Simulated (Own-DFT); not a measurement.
## Calculated data, GaP (zincblende, atoms displaced)

Computed with Own-DFT development build. A calculation, not a measurement: plane-wave PBE density functional theory by an unreviewed code, no spin, of a simulated periodic cell, stress positive in tension, free energy of the whole cell less one offset for each atom, forces on such cells passed a denser k mesh, this cell's mesh not checked; offsets are fitted by least squares, one for each functional and potential file, so energies compare only between cells with the same atoms and settings and are not formation energies; the far tail of each file's local potential was reset to the Coulomb form; each entry is a single point on an unrelaxed cell, so the pressure reflects the starting lattice, mostly measured values (interpolated for alloys), from which strain is counted, and rises with the displacements; printed positions are rounded, which can move forces by about a meV/angstrom; the program, named Own-DFT, is a retired in-house code; no spin-orbit coupling.

Settings shared by all entries: functional PBE; potential files PseudoDojo norm-conserving, scalar-relativistic, standard set; wave cutoff 42 hartree; occupations Fermi-Dirac; smearing width 0.1 eV; k mesh 2 x 3 x 3 centred on Gamma.

(1) GaP (zincblende, atoms displaced)

```cif
# cell vector a (Å): 16.3515 0.0000 0.0000
# cell vector b (Å): 0.0000 10.9010 0.0000
# cell vector c (Å): 0.0000 0.0000 10.9010
data_GaP
_symmetry_space_group_name_H-M 'P 1'
_symmetry_Int_Tables_number 1
_cell_length_a 16.3515
_cell_length_b 10.9010
_cell_length_c 10.9010
_cell_angle_alpha 90.000
_cell_angle_beta 90.000
_cell_angle_gamma 90.000
_cell_volume 1943.08
loop_
_atom_site_label
_atom_site_type_symbol
_atom_site_fract_x
_atom_site_fract_y
_atom_site_fract_z
_atom_site_occupancy
Ga1 Ga 0.99274 0.99815 0.01611 1
Ga2 Ga 0.99875 0.23982 0.24545 1
Ga3 Ga 0.16112 0.00610 0.24670 1
Ga4 Ga 0.16811 0.23598 0.00870 1
P1 P 0.07878 0.13790 0.11615 1
P2 P 0.07527 0.37183 0.37183 1
P3 P 0.26178 0.14255 0.39194 1
P4 P 0.24959 0.38090 0.12512 1
Ga5 Ga 0.00337 0.99885 0.48934 1
Ga6 Ga 0.99649 0.25398 0.74652 1
Ga7 Ga 0.17016 0.99720 0.76486 1
Ga8 Ga 0.16543 0.24634 0.49819 1
P5 P 0.09263 0.11142 0.63776 1
P6 P 0.08062 0.37626 0.87964 1
P7 P 0.25431 0.15191 0.87116 1
P8 P 0.26357 0.37020 0.62298 1
Ga9 Ga 0.01004 0.50524 0.99552 1
Ga10 Ga 0.99387 0.74400 0.25327 1
Ga11 Ga 0.16744 0.50300 0.24563 1
Ga12 Ga 0.16008 0.74390 0.00486 1
P9 P 0.07717 0.63230 0.12636 1
P10 P 0.07862 0.86276 0.38467 1
P11 P 0.24762 0.62666 0.36156 1
P12 P 0.25234 0.88278 0.13226 1
Ga13 Ga 0.00234 0.51087 0.48884 1
Ga14 Ga 0.00370 0.75103 0.76173 1
Ga15 Ga 0.17110 0.49566 0.73876 1
Ga16 Ga 0.16795 0.76052 0.50228 1
P13 P 0.08287 0.62132 0.60443 1
P14 P 0.07496 0.87443 0.87970 1
P15 P 0.24223 0.62165 0.88185 1
P16 P 0.24508 0.88061 0.62646 1
Ga17 Ga 0.32595 0.99222 0.99560 1
Ga18 Ga 0.34043 0.23304 0.24259 1
Ga19 Ga 0.49423 0.99828 0.25353 1
Ga20 Ga 0.49989 0.24047 0.99706 1
P17 P 0.42088 0.12756 0.12467 1
P18 P 0.41517 0.38478 0.37199 1
P19 P 0.58327 0.12766 0.38434 1
P20 P 0.58440 0.38541 0.13760 1
Ga21 Ga 0.33528 0.00350 0.50349 1
Ga22 Ga 0.33674 0.24723 0.75888 1
Ga23 Ga 0.50522 0.01653 0.75756 1
Ga24 Ga 0.49397 0.26161 0.49486 1
P21 P 0.42325 0.12935 0.61794 1
P22 P 0.40442 0.36844 0.88283 1
P23 P 0.59162 0.11829 0.88530 1
P24 P 0.58601 0.38009 0.62237 1
Ga25 Ga 0.33316 0.49692 0.99985 1
Ga26 Ga 0.33587 0.75410 0.23243 1
Ga27 Ga 0.49388 0.49860 0.24867 1
Ga28 Ga 0.50667 0.74651 0.01210 1
P25 P 0.42073 0.64030 0.11648 1
P26 P 0.41517 0.85939 0.36698 1
P27 P 0.56808 0.61003 0.36406 1
P28 P 0.58769 0.88825 0.12870 1
Ga29 Ga 0.33804 0.50124 0.50034 1
Ga30 Ga 0.33448 0.74743 0.73686 1
Ga31 Ga 0.49910 0.49406 0.74378 1
Ga32 Ga 0.49862 0.75010 0.49539 1
P29 P 0.42577 0.63280 0.63104 1
P30 P 0.42062 0.86398 0.88529 1
P31 P 0.58069 0.63715 0.88180 1
P32 P 0.57327 0.88733 0.62891 1
Ga33 Ga 0.66731 0.97713 0.00499 1
Ga34 Ga 0.66491 0.25373 0.25289 1
Ga35 Ga 0.83197 0.99225 0.24829 1
Ga36 Ga 0.83235 0.25842 0.99314 1
P33 P 0.74817 0.13298 0.11651 1
P34 P 0.75528 0.36627 0.38017 1
P35 P 0.92399 0.11397 0.36112 1
P36 P 0.92196 0.39016 0.11371 1
Ga37 Ga 0.66161 0.98643 0.49518 1
Ga38 Ga 0.66279 0.25890 0.76167 1
Ga39 Ga 0.82731 0.99474 0.75314 1
Ga40 Ga 0.83622 0.23835 0.50916 1
P37 P 0.76134 0.13657 0.64592 1
P38 P 0.75750 0.38302 0.86210 1
P39 P 0.91389 0.12027 0.86377 1
P40 P 0.92944 0.38721 0.63234 1
Ga41 Ga 0.66749 0.49210 0.00355 1
Ga42 Ga 0.67281 0.77009 0.24684 1
Ga43 Ga 0.83457 0.51759 0.24098 1
Ga44 Ga 0.83138 0.75925 0.00601 1
P41 P 0.75145 0.61954 0.13466 1
P42 P 0.75496 0.86193 0.38774 1
P43 P 0.91765 0.63262 0.38064 1
P44 P 0.91346 0.88889 0.11029 1
Ga45 Ga 0.67541 0.49914 0.50494 1
Ga46 Ga 0.66815 0.75359 0.73706 1
Ga47 Ga 0.83450 0.50353 0.73961 1
Ga48 Ga 0.82910 0.75799 0.50415 1
P45 P 0.75399 0.62944 0.62314 1
P46 P 0.74771 0.87189 0.86291 1
P47 P 0.91331 0.62726 0.87167 1
P48 P 0.91276 0.88555 0.62455 1
```

Results for GaP (zincblende, atoms displaced): free energy of cell above offsets -40.408 eV; pressure 4.39 GPa; stress xx -4.61 GPa; stress yy -4.07 GPa; stress zz -4.48 GPa; stress yz 0.58 GPa; stress xz 1.03 GPa; stress xy -0.28 GPa.

Force:
```csv
element,x (eV/Å),y (eV/Å),z (eV/Å)
Ga,2.412,2.876,-3.597
Ga,-0.638,2.326,-0.203
Ga,0.262,0.048,1.189
Ga,0.592,2.925,-1.16
P,0.033,-2.504,0.92
P,1.259,-0.113,-0.252
P,-1.101,-1.431,-1.818
P,0.275,-1.451,0.4
Ga,-0.129,0.29,1.77
Ga,1.36,-1.184,0.948
Ga,0.153,0.105,0.719
Ga,-0.355,0.827,0.994
P,-1.576,1.495,-1.561
P,1.565,-1.101,-1.111
P,-1.875,-4.189,1.699
P,-1.552,0.243,-0.011
Ga,-1.427,0.584,-0.362
Ga,0.233,1.391,-0.685
Ga,-1.136,-0.524,0.23
Ga,0.665,1.278,-0.25
P,0.552,-0.646,0.719
P,0.501,1.018,-2.092
P,1.028,0.777,1.301
P,-1.871,-0.165,-0.813
Ga,-0.589,-1.504,0.027
Ga,-1.249,-0.89,-2.275
Ga,-0.568,-0.189,0.246
Ga,0.377,-1.539,-0.504
P,1.335,1.252,2.579
P,1.702,1.018,1.252
P,0.994,0.279,-1.057
P,1.393,0.028,0.34
Ga,1.184,1.047,-0.615
Ga,-1.246,2.499,1.052
Ga,0.745,0.521,0.583
Ga,0.682,1.408,0.227
P,-0.143,-1.92,-0.945
P,-0.559,-1.41,-0.613
P,-0.359,-0.185,-0.897
P,-0.479,-1.345,-1.41
Ga,0.286,-0.896,-0.184
Ga,1.36,0.547,-3.192
Ga,-1.288,-0.651,0.312
Ga,1.19,0.088,0.061
P,-0.666,-0.208,1.475
P,3.215,0.596,-0.337
P,-0.17,0.766,-0.016
P,-0.265,-0.664,0.288
Ga,-0.552,1.459,0.444
Ga,-0.704,-0.876,1.072
Ga,-1.151,-0.025,-1.627
Ga,0.77,1.805,-0.653
P,-1.29,-2.876,0.775
P,-0.349,1.687,0.895
P,3.653,2.681,2.273
P,-1.933,-1.6,1.429
Ga,-0.398,1.247,-0.006
Ga,-0.655,0.3,1.688
Ga,0.064,0.226,1.657
Ga,0.788,-0.203,-0.076
P,-1.177,-0.909,-0.94
P,-0.52,1.354,-1.136
P,1.406,-1.852,-1.313
P,1.172,-1.512,-0.723
Ga,1.958,2.372,-1.592
Ga,0.286,-0.481,0.263
Ga,-0.579,0.951,0.021
Ga,0.994,-0.319,-0.057
P,-0.079,-0.889,0.686
P,0.365,0.736,-0.423
P,-1.518,0.309,1.196
P,-0.748,-1.146,0.997
Ga,0.703,1.287,0.931
Ga,0.537,-0.318,-0.699
Ga,1.211,0.321,-0.162
Ga,1.373,1.056,-0.814
P,-2.632,-0.572,-1.042
P,-1.499,-0.073,1.313
P,0.418,0.392,1.523
P,-1.523,0.005,-2.037
Ga,0.198,0.984,-0.8
Ga,-0.893,-2.227,0.332
Ga,1.972,-2.54,2.174
Ga,-0.388,-1.405,-1.185
P,-1.937,2.551,-2.08
P,-1.794,2.765,-2.344
P,-1.753,-0.267,-0.208
P,-1.725,-3.177,3.534
Ga,-0.888,0.049,-1.295
Ga,-1.406,-0.197,0.491
Ga,0.921,0.296,0.28
Ga,2.844,-1.474,1.632
P,-0.654,-0.178,-0.124
P,-0.22,-0.632,1.587
P,0.343,0.157,0.756
P,0.88,-0.762,0.02
```

(2) GaP (zincblende, atoms displaced)

```cif
# cell vector a (Å): 16.3515 0.0000 0.0000
# cell vector b (Å): 0.0000 10.9010 0.0000
# cell vector c (Å): 0.0000 0.0000 10.9010
data_GaP
_symmetry_space_group_name_H-M 'P 1'
_symmetry_Int_Tables_number 1
_cell_length_a 16.3515
_cell_length_b 10.9010
_cell_length_c 10.9010
_cell_angle_alpha 90.000
_cell_angle_beta 90.000
_cell_angle_gamma 90.000
_cell_volume 1943.08
loop_
_atom_site_label
_atom_site_type_symbol
_atom_site_fract_x
_atom_site_fract_y
_atom_site_fract_z
_atom_site_occupancy
Ga1 Ga 0.99317 0.00531 0.00667 1
Ga2 Ga 0.00344 0.24630 0.26067 1
Ga3 Ga 0.16738 0.98352 0.25252 1
Ga4 Ga 0.17315 0.24515 0.99639 1
P1 P 0.08594 0.12936 0.13176 1
P2 P 0.07900 0.37679 0.38726 1
P3 P 0.24629 0.12755 0.39243 1
P4 P 0.25108 0.39203 0.15200 1
Ga5 Ga 0.00135 0.99383 0.50916 1
Ga6 Ga 0.98716 0.25488 0.76155 1
Ga7 Ga 0.17184 0.01734 0.73964 1
Ga8 Ga 0.15868 0.26228 0.51463 1
P5 P 0.07848 0.11396 0.60423 1
P6 P 0.08524 0.36152 0.86438 1
P7 P 0.24875 0.13158 0.86299 1
P8 P 0.25536 0.37348 0.63325 1
Ga9 Ga 0.00450 0.50638 0.00424 1
Ga10 Ga 0.00591 0.75490 0.23293 1
Ga11 Ga 0.15273 0.51424 0.24826 1
Ga12 Ga 0.17043 0.75568 0.99535 1
P9 P 0.08750 0.62844 0.11092 1
P10 P 0.08036 0.89042 0.37023 1
P11 P 0.25008 0.61693 0.36117 1
P12 P 0.25131 0.88806 0.12618 1
Ga13 Ga 0.00361 0.51092 0.50785 1
Ga14 Ga 0.99454 0.74888 0.74525 1
Ga15 Ga 0.17100 0.50694 0.74595 1
Ga16 Ga 0.16990 0.74927 0.49276 1
P13 P 0.07777 0.62179 0.62584 1
P14 P 0.08249 0.86570 0.87309 1
P15 P 0.26011 0.62542 0.87626 1
P16 P 0.24888 0.87830 0.62755 1
Ga17 Ga 0.33581 0.00922 0.00364 1
Ga18 Ga 0.32500 0.25483 0.25060 1
Ga19 Ga 0.50088 0.99618 0.26497 1
Ga20 Ga 0.49969 0.24155 0.99636 1
P17 P 0.42562 0.12921 0.12178 1
P18 P 0.41702 0.36574 0.38961 1
P19 P 0.58093 0.12571 0.36659 1
P20 P 0.57819 0.38354 0.12322 1
Ga21 Ga 0.33978 0.00625 0.50319 1
Ga22 Ga 0.33298 0.25603 0.75741 1
Ga23 Ga 0.50921 0.99796 0.74534 1
Ga24 Ga 0.50358 0.25155 0.49203 1
P21 P 0.40775 0.11209 0.62890 1
P22 P 0.41051 0.36988 0.88059 1
P23 P 0.58342 0.12660 0.87470 1
P24 P 0.59003 0.37464 0.61643 1
Ga25 Ga 0.33278 0.51143 0.99091 1
Ga26 Ga 0.33711 0.74787 0.26570 1
Ga27 Ga 0.51325 0.49394 0.24239 1
Ga28 Ga 0.50640 0.75414 0.98927 1
P25 P 0.41735 0.62968 0.12614 1
P26 P 0.42086 0.86372 0.37625 1
P27 P 0.58162 0.62433 0.36853 1
P28 P 0.58473 0.87038 0.11405 1
Ga29 Ga 0.33012 0.50694 0.50535 1
Ga30 Ga 0.32645 0.75522 0.74901 1
Ga31 Ga 0.49939 0.47794 0.75226 1
Ga32 Ga 0.50227 0.76118 0.51951 1
P29 P 0.41119 0.62589 0.64413 1
P30 P 0.39550 0.86632 0.89073 1
P31 P 0.57801 0.63603 0.86768 1
P32 P 0.57961 0.85620 0.62666 1
Ga33 Ga 0.65981 0.99174 0.00406 1
Ga34 Ga 0.66467 0.23903 0.26130 1
Ga35 Ga 0.83485 0.00158 0.25662 1
Ga36 Ga 0.83422 0.25697 0.00252 1
P33 P 0.75769 0.13241 0.11756 1
P34 P 0.74486 0.35281 0.36706 1
P35 P 0.91613 0.13828 0.36761 1
P36 P 0.91209 0.37292 0.13073 1
Ga37 Ga 0.66833 0.00284 0.50560 1
Ga38 Ga 0.65875 0.24214 0.75034 1
Ga39 Ga 0.83546 0.99408 0.75166 1
Ga40 Ga 0.84108 0.25683 0.49641 1
P37 P 0.74846 0.12248 0.62323 1
P38 P 0.75773 0.37306 0.87579 1
P39 P 0.92549 0.12742 0.88308 1
P40 P 0.92243 0.36273 0.61648 1
Ga41 Ga 0.65090 0.49976 0.99398 1
Ga42 Ga 0.66890 0.74640 0.25313 1
Ga43 Ga 0.82601 0.51081 0.26193 1
Ga44 Ga 0.83126 0.74968 0.97863 1
P41 P 0.74693 0.60481 0.12819 1
P42 P 0.74810 0.86958 0.37091 1
P43 P 0.91603 0.62944 0.38720 1
P44 P 0.90875 0.87357 0.13475 1
Ga45 Ga 0.66251 0.50919 0.50614 1
Ga46 Ga 0.66476 0.75082 0.73901 1
Ga47 Ga 0.82978 0.50334 0.75566 1
Ga48 Ga 0.84284 0.74474 0.50714 1
P45 P 0.74536 0.63536 0.62095 1
P46 P 0.75929 0.86126 0.86819 1
P47 P 0.91516 0.64442 0.88044 1
P48 P 0.91280 0.87618 0.61647 1
```

Results for GaP (zincblende, atoms displaced): free energy of cell above offsets -37.630 eV; pressure 5 GPa; stress xx -5.01 GPa; stress yy -5 GPa; stress zz -4.99 GPa; stress yz -0.46 GPa; stress xz -0.66 GPa; stress xy -0.78 GPa.

Force:
```csv
element,x (eV/Å),y (eV/Å),z (eV/Å)
Ga,1.692,-1.43,1.105
Ga,0.349,1.197,-1.508
Ga,0.428,2.882,0.008
Ga,-0.656,0.992,1.293
P,0.29,-0.704,-0.403
P,0.265,1.058,-1.072
P,-0.018,-0.132,-1.3
P,-0.754,0.077,-3.157
Ga,-1.997,-0.358,-2.502
Ga,1.85,-0.373,-1.439
Ga,-1.757,-1.458,-0.151
Ga,1.156,-0.609,-0.369
P,1.335,2.464,3.423
P,0.336,1.829,0.895
P,0.865,-0.505,1.655
P,-1.126,0.745,-0.906
Ga,-1.368,-1.703,-1.129
Ga,-0.471,0.108,1.253
Ga,0.412,-1.609,0.962
Ga,0.903,0.156,-0.124
P,-0.207,0.905,0.538
P,-0.552,-2.844,0.643
P,-0.44,0.597,1.594
P,0.703,-1.646,-0.004
Ga,-1.474,-1.738,-1.129
Ga,0.601,0.676,-0.053
Ga,-0.334,-0.58,0.746
Ga,-0.553,0.315,0.083
P,2.048,1.647,0.869
P,-0.138,1.745,-0.366
P,-3.195,0.905,-1.031
P,-0.011,-0.151,-1.09
Ga,-0.587,0.927,0.128
Ga,1.39,-1.288,1.311
Ga,-0.381,-0.581,-2.154
Ga,0.211,1.593,0.044
P,-1.77,-0.844,1.726
P,-0.655,1.775,-1.798
P,0.101,-1.102,2.055
P,1.735,-3.928,-1.678
Ga,-1.821,-1.916,-1.81
Ga,0.414,-0.95,-0.976
Ga,-2.16,-0.23,0.539
Ga,-0.319,-0.933,1.449
P,3.235,2.33,1.725
P,1.242,0.158,0.53
P,-0.066,-1.087,0.286
P,-1.237,-0.694,1.125
Ga,1.173,-1.459,2.869
Ga,-0.527,-0.047,-2.234
Ga,-3.893,1.781,2.241
Ga,-2.678,0.347,1.018
P,0.881,-0.343,-0.126
P,0.045,1.387,1.428
P,-0.082,0.711,1.481
P,-0.665,-0.284,2.414
Ga,0.719,-0.484,-0.159
Ga,0.298,0.193,-0.097
Ga,-0.126,1.176,-0.242
Ga,-3.413,-4.077,-3.281
P,1.019,-0.312,-1.358
P,3.091,0.189,-0.983
P,0.82,-1.913,-1.104
P,2.789,4.701,1.527
Ga,2.572,1.387,-1.016
Ga,0.191,0.178,-3.373
Ga,-0.733,0.529,-0.098
Ga,0.865,-0.266,-0.388
P,-1.976,-1.649,0.922
P,1.318,3.144,2.288
P,-0.097,-2.422,1.488
P,1.405,1.367,0.671
Ga,-0.532,-1.054,-1.032
Ga,2.086,1.022,-0.5
Ga,0.122,1.173,0.008
Ga,-1.889,-0.935,-0.377
P,0.936,0.554,0.772
P,-2.548,0.095,-0.343
P,-2.881,-0.601,-0.438
P,-0.545,2.54,1.207
Ga,1.948,0.299,-0.345
Ga,-0.062,-0.457,-1.234
Ga,0.972,-1.792,0.348
Ga,-0.377,-0.527,5.083
P,-0.721,2.168,-1.594
P,0.661,0.769,1.237
P,1.193,-0.941,-2.012
P,0.333,-0.268,-1.672
Ga,0.951,-0.294,-1.779
Ga,0.94,-0.404,1.84
Ga,0.804,0.409,-0.914
Ga,-2.479,0.601,-0.642
P,1.356,-1.317,0.079
P,-3.689,2.59,-1.292
P,1.977,-3.616,-1.552
P,0.928,0.465,1.429
```
